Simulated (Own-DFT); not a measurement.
Simulation results for InGa3As4 (zincblende random alloy, strained, atoms displaced)

Computed with Own-DFT development build. A calculation, not a measurement: plane-wave PBE density functional theory by an unreviewed code, no spin, of a simulated periodic cell, stress positive in tension, free energy of the whole cell less one offset for each atom, forces on such cells passed a denser k mesh, this cell's mesh not checked; offsets are fitted by least squares, one for each functional and potential file, so energies compare only between cells with the same atoms and settings and are not formation energies; the far tail of each file's local potential was reset to the Coulomb form; each entry is a single point on an unrelaxed cell, so the pressure reflects the starting lattice, mostly measured values, from which strain is counted, and rises with the displacements; printed positions are rounded, which can move forces by about a meV/angstrom; the program is a retired in-house code; no spin-orbit coupling; before rounding, a Quantum ESPRESSO 7.3.1 run of the same cell and cutoff gave forces within 1 meV/angstrom rms on each cell, which checks the program and not the settings.

### InGa3As4 (zincblende random alloy, strained, atoms displaced)

```cif
# cell vector a (Å): 11.3066 0.0000 0.0000
# cell vector b (Å): 0.0000 11.3066 0.0000
# cell vector c (Å): 0.0000 0.0000 11.7318
data_InGa3As4
_symmetry_space_group_name_H-M 'P 1'
_symmetry_Int_Tables_number 1
_cell_length_a 11.3066
_cell_length_b 11.3066
_cell_length_c 11.7318
_cell_angle_alpha 90.000
_cell_angle_beta 90.000
_cell_angle_gamma 90.000
_cell_volume 1499.78
loop_
_atom_site_label
_atom_site_type_symbol
_atom_site_fract_x
_atom_site_fract_y
_atom_site_fract_z
_atom_site_occupancy
Ga1 Ga 0.99543 0.00055 0.99085 1
Ga2 Ga 0.00389 0.24419 0.24935 1
Ga3 Ga 0.24671 0.99666 0.25115 1
Ga4 Ga 0.25247 0.25272 0.99959 1
As1 As 0.12563 0.12987 0.11540 1
As2 As 0.12660 0.37814 0.37744 1
As3 As 0.37124 0.12851 0.37865 1
As4 As 0.37600 0.37087 0.12384 1
Ga5 Ga 0.99464 0.00324 0.49432 1
Ga6 Ga 0.99948 0.24219 0.75243 1
Ga7 Ga 0.25005 0.99988 0.75804 1
Ga8 Ga 0.25353 0.24670 0.49985 1
As5 As 0.12417 0.13631 0.63106 1
As6 As 0.12840 0.37677 0.87482 1
As7 As 0.36654 0.13013 0.88194 1
As8 As 0.37047 0.36730 0.62640 1
Ga9 Ga 0.00173 0.50472 0.99760 1
In1 In 0.99342 0.75454 0.25147 1
Ga10 Ga 0.25661 0.49776 0.25194 1
Ga11 Ga 0.25081 0.74931 0.00112 1
As9 As 0.12132 0.62686 0.12407 1
As10 As 0.12812 0.87824 0.37614 1
As11 As 0.37384 0.62634 0.36859 1
As12 As 0.37808 0.87788 0.12998 1
Ga12 Ga 0.00005 0.50340 0.49926 1
Ga13 Ga 0.00608 0.74130 0.75000 1
In2 In 0.24733 0.49933 0.75351 1
In3 In 0.24809 0.74274 0.49496 1
As13 As 0.12940 0.62754 0.61856 1
As14 As 0.12490 0.87718 0.87356 1
As15 As 0.37814 0.62555 0.87880 1
As16 As 0.37665 0.87807 0.62174 1
In4 In 0.50766 0.99366 0.99619 1
Ga14 Ga 0.50504 0.25245 0.24559 1
Ga15 Ga 0.74811 0.00316 0.25572 1
Ga16 Ga 0.75483 0.25079 0.00565 1
As17 As 0.62885 0.12483 0.12377 1
As18 As 0.62679 0.37760 0.37789 1
As19 As 0.87758 0.11957 0.37362 1
As20 As 0.87732 0.36901 0.12416 1
Ga17 Ga 0.49429 0.00232 0.49723 1
In5 In 0.49805 0.24808 0.75030 1
Ga18 Ga 0.75980 0.99868 0.74527 1
Ga19 Ga 0.74990 0.24897 0.50188 1
As21 As 0.62479 0.11977 0.62579 1
As22 As 0.62855 0.37334 0.87836 1
As23 As 0.88478 0.13146 0.87648 1
As24 As 0.87363 0.37936 0.62515 1
Ga20 Ga 0.50161 0.50429 0.00678 1
Ga21 Ga 0.49138 0.74967 0.25055 1
In6 In 0.75174 0.50152 0.24836 1
In7 In 0.74865 0.75298 0.99992 1
As25 As 0.62254 0.62169 0.12224 1
As26 As 0.63053 0.86945 0.37377 1
As27 As 0.87016 0.62421 0.38035 1
As28 As 0.87430 0.87505 0.13126 1
Ga22 Ga 0.50635 0.50015 0.50320 1
Ga23 Ga 0.50119 0.74938 0.75222 1
Ga24 Ga 0.75126 0.50243 0.75774 1
In8 In 0.75183 0.75245 0.50177 1
As29 As 0.62415 0.62504 0.62419 1
As30 As 0.63009 0.87151 0.87859 1
As31 As 0.87552 0.63009 0.87115 1
As32 As 0.87929 0.87705 0.61799 1
```

```
functional                        : PBE
potential files                   : PseudoDojo norm-conserving, scalar-relativistic, standard set
wave cutoff                       : 42 hartree
occupations                       : Fermi-Dirac
smearing width                    : 0.1 eV
k mesh                            : 3 x 3 x 3 centred on Gamma
free energy of cell above offsets : -21.672 eV
pressure                          : 5.94 GPa
stress xx                         : -6.57 GPa
stress yy                         : -6.52 GPa
stress zz                         : -4.73 GPa
stress yz                         : 0.29 GPa
stress xz                         : 0.28 GPa
stress xy                         : 0.1 GPa
```

Force:
```
element  x (eV/Å)  y (eV/Å)  z (eV/Å)
     Ga     0.465    -0.378     1.116
     Ga     0.138      0.37     0.063
     Ga     0.148     0.889    -0.389
     Ga    -0.578     0.501     0.218
     As    -0.056      -0.9     0.663
     As    -0.017    -0.428    -0.213
     As     0.502     -0.37    -1.183
     As      0.13     0.519     0.132
     Ga     1.269     0.024     0.845
     Ga     0.183     1.852    -0.347
     Ga     0.045     0.392    -0.955
     Ga     -0.79     0.554       0.2
     As     0.375    -1.592    -0.906
     As    -1.756    -1.329     1.345
     As    -0.013    -0.964    -0.269
     As      0.33     1.196    -1.787
     Ga    -0.136    -0.535    -0.016
     In     1.054    -0.871      0.93
     Ga    -0.722    -0.128    -0.618
     Ga    -0.035     0.297     0.198
     As     1.096    -0.766    -0.242
     As    -0.694     1.236    -0.037
     As     1.388    -1.469    -0.039
     As    -1.105    -0.688      0.15
     Ga    -0.055     -0.32     0.143
     Ga    -0.039     0.958    -0.518
     In     0.741     0.611    -0.808
     In     0.983     1.517    -0.029
     As    -2.155    -1.119     1.236
     As    -0.076    -0.764      0.22
     As     0.519     0.659     0.477
     As     0.164     0.148     1.197
     In    -1.208     1.139     0.398
     Ga    -0.165    -0.172     0.648
     Ga    -0.058    -0.307    -0.517
     Ga    -0.216    -0.127    -0.577
     As     0.584     0.558     0.899
     As    -0.692    -1.102      0.42
     As    -0.507     1.167    -0.099
     As     1.131     0.195     -0.33
     Ga     0.759     -0.26    -0.137
     In     0.438    -0.213     0.445
     Ga    -0.254     0.209      0.48
     Ga     0.095    -0.072     0.012
     As     0.811    -0.579    -0.798
     As     0.321     0.754     0.834
     As    -1.755     -0.64    -0.005
     As     0.213    -0.363     0.358
     Ga    -0.281    -0.894    -0.753
     Ga     1.097     0.101    -0.244
     In     0.066    -0.492    -0.196
     In     0.844    -0.787     1.053
     As    -1.122     0.876       0.7
     As    -2.046      1.39    -1.103
     As     1.487    -0.751      0.12
     As    -0.752     2.549    -1.288
     Ga    -1.011    -0.335    -0.114
     Ga    -0.088     0.236    -0.283
     Ga    -0.257    -0.283    -0.668
     In    -0.388     -0.31     0.566
     As    -0.451    -0.596     1.429
     As     -0.03     0.519    -3.586
     As     0.803    -0.943    -0.193
     As     1.328     0.434     1.758
```
